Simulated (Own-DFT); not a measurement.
# What a defect does to the pressure of its cell: zincblende GaAs

Source: density functional calculations with Own-DFT, an unreviewed in-house program that is no longer used. Nothing was measured or relaxed, and spin and spin-orbit coupling are left out.

All runs used: PBE; PseudoDojo norm-conserving scalar-relativistic files; cutoff 42 hartree; 3 x 3 x 3 k mesh centred on Gamma; Fermi-Dirac smearing of 0.1 eV.

Caveats (not all hold for every row): not probed for a lower state with spin; forces not confirmed at this smearing and k mesh; stress not checked against mesh or cutoff.

All runs share one cell, with vectors in Å (10.862, 0.000, 0.000); (0.000, 10.862, 0.000); (0.000, 0.000, 11.796) and a volume of 1391.7 Å³, strained against the parent crystal. The atoms are randomly displaced, by u rms on each axis. The defect's site can differ from row to row.

| cell | formula | u (Å) | P (GPa) |
|---|---|---|---|
| no defect | As32Ga32 | 0.0303 | 6.67 |
| no defect | As32Ga32 | 0.0308 | 6.70 |
| no defect | As32Ga32 | 0.0507 | 7.11 |
| one As vacancy and one Ga vacancy | As31Ga31 | 0.0294 | 5.91 |
| one As vacancy and one Ga vacancy | As31Ga31 | 0.0299 | 5.86 |
| one As vacancy and one Ga vacancy | As31Ga31 | 0.0561 | 6.68 |
| one In on a Ga site | As32Ga31In | 0.0297 | 7.43 |
| one In on a Ga site | As32Ga31In | 0.0304 | 7.41 |
| one In on a Ga site | As32Ga31In | 0.0310 | ? |
| one In on a Ga site | As32Ga31In | 0.0331 | 7.45 |
| one P on an As site | As31Ga32P | 0.0314 | 6.42 |
| one P on an As site | As31Ga32P | 0.0471 | 6.76 |
| one P on an As site | As31Ga32P | 0.0472 | 6.80 |
| one Al on a Ga site | AlAs32Ga31 | 0.0312 | 6.66 |
| one Al on a Ga site | AlAs32Ga31 | 0.0475 | 7.03 |
| one Al on a Ga site | AlAs32Ga31 | 0.0516 | 7.12 |

## Fit

P = P0 + c u² + a shift for each defect gives P0 = 6.37 GPa, c = 306 ± 15 GPa/Å² and a scatter of 0.04 GPa. The shifts, and each times the cell's volume:

- one In on a Ga site: 0.76 ± 0.04 GPa, 6.6 eV
- one Al on a Ga site: -0.04 ± 0.04 GPa, -0.3 eV (not resolved)
- one P on an As site: -0.27 ± 0.04 GPa, -2.3 eV
- one As vacancy and one Ga vacancy: -0.72 ± 0.03 GPa, -6.3 eV

Positive is outwards. The product with the volume (160.2 GPa Å³ to the eV) is nearly free of the cell's size; divided by the bulk modulus at the cell's pressure it gives the volume that the defect adds. The atoms around the defects weren't relaxed, which would change these numbers.

## The run left out

Asked: what pressure belongs in the blank (one In on a Ga site, u = 0.0310 Å)?

From the fit: 7.43 ± 0.05 GPa. DFT gave 7.43 GPa.
